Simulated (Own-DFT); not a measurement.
# Strain and stress in wurtzite AlN, 72 atoms (Al36N36)

All numbers below are calculated, not measured. They come from Own-DFT, an in-house plane-wave density functional program, since retired, whose code no person has reviewed. Each row is one single-point run on a periodic cell that was not relaxed, without spin or spin-orbit coupling.

Settings of every run: PBE; PseudoDojo norm-conserving scalar-relativistic files; cutoff 42 hartree; 3 x 3 x 2 k mesh centred on Gamma; Fermi-Dirac smearing of 0.1 eV.

Known limits: forces on such cells moved up to 12 meV/angstrom on a denser k mesh; stress not checked against mesh or cutoff.

Unstrained cell vectors in Å: (9.336, 0.000, 0.000); (-4.668, 8.085, 0.000); (0.000, 0.000, 9.964). The unstrained cell has measured lattice constants (interpolated for alloys), not those of this functional. That, the random moves and any unrelaxed bonds set the pressure at no strain. Each run strains this cell uniformly, with the atoms carried along. Every atom was also moved at random, by a Gaussian of width 0.05 Å on each axis. Strain is the symmetric tensor, in per cent. Stress is positive in tension, and the pressure is minus a third of its trace.

```
run  e_xx (%)  e_yy (%)  e_zz (%)  s_xx (GPa)  s_yy (GPa)  s_zz (GPa)  P (GPa)  E (meV/atom)
  1      3.00      3.00      0.00        8.92        9.27       -2.01    -5.39          28.2
  2      2.00      2.00      0.00        5.85        3.65       -2.77    -2.24           4.0
  3     -2.75     -2.75      0.00      -22.58      -26.02       -8.44    19.01          52.5
  4     -2.25     -2.25      0.00      -18.86      -20.97      -10.45    16.76          44.6
  5      2.25      2.25      0.00        5.53        4.68       -1.00    -3.07           5.2
  6      0.75      0.75      0.00       -2.51       -1.87       -4.46     2.95          11.4
  7     -1.75     -1.75      0.00      -18.38      -13.25       -9.59    13.74          26.1
  8      1.50      1.50      0.00        2.11        1.80       -2.07    -0.61           0.0
  9     -2.50     -2.50      0.00           ?           ?           ?        ?             ?
```

E is the free energy for each atom above the lowest run shown.

## Worked fit

The change of volume is close to e_xx + e_yy + e_zz. A straight line through the runs shown gives P = 6.73 - 217 x (fractional change of volume) GPa, with an error of 6 on the slope and a scatter of 0.68 GPa. The strain isn't the same on all axes and the cell isn't cubic, so the slope belongs to this path and is not the bulk modulus.

## Withheld run

Question: what pressure should run 9 give? Its volume changes by -4.94 %.

The line gives 17.4 GPa. The calculation gave 18.91 GPa.
